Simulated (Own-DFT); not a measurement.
# Biaxial strain at fixed height in wurtzite GaN, 72 atoms (Ga36N36)

Everything here is calculated. The program is Own-DFT (plane waves, in-house, since retired, never reviewed by a person); positions were held fixed, and spin and spin-orbit coupling were off.

All runs used: PBE; PseudoDojo norm-conserving scalar-relativistic files; cutoff 42 hartree; 4 x 4 x 3 k mesh centred on Gamma; Fermi-Dirac smearing of 0.1 eV.

Known weak points: forces not confirmed at this smearing and k mesh; stress not checked against mesh or cutoff.

Unstrained cell vectors in Å: (9.567, 0.000, 0.000); (-4.784, 8.285, 0.000); (0.000, 0.000, 10.370). The unstrained cell has measured lattice constants (interpolated for alloys), not those of this functional. That, the random moves and any unrelaxed bonds set the pressure at no strain. Each run strains x and y alike by e, as a substrate would, and holds the height along z. Each coordinate of each atom was shifted by a normal deviate of width 0.05 Å. Stress is positive in tension.

| e (%) | u (Å) | (s_xx + s_yy)/2 (GPa) | s_zz (GPa) |
|---|---|---|---|
| -3.00 | 0.051 | -27.20 | -12.21 |
| -2.50 | 0.049 | -22.61 | -12.86 |
| -0.25 | 0.048 | -8.65 | -7.26 |
| 0.75 | 0.049 | ? | ? |
| 1.00 | 0.054 | -2.21 | -7.50 |
| 1.25 | 0.054 | -1.66 | -6.73 |
| 1.75 | 0.050 | 0.48 | -5.09 |
| 2.00 | 0.051 | 2.69 | -5.46 |
| 2.50 | 0.048 | 4.46 | -4.21 |
| 3.00 | 0.052 | 5.88 | -3.82 |

## What the rows give

With e as a fraction, the in-plane stress is -7.4 + 545 e - 3268 e² GPa (errors 9 and 546, scatter 0.51), and s_zz is -8.2 + 149 e GPa (slope ± 12, scatter 0.75). At e = 0 the first slope is C11 + C12 and the second 2 C13, both with the ions held to the strained lattice and at the cell's own pressure. The term in e² is negative: the layer stiffens under compression and softens under tension. A free layer would change its height as e changes, and the in-plane slope would drop by 2 C13²/C33 to the biaxial modulus. At fixed height, a misfit of 1 % moves the in-plane stress by about 5.5 GPa and s_zz by 1.5 GPa.

## The run left out

The question: what are the two stresses at e = 0.75 %?

The fit gives -3.5 and -7.1 GPa. Computed: -4.22 and -5.39 GPa.
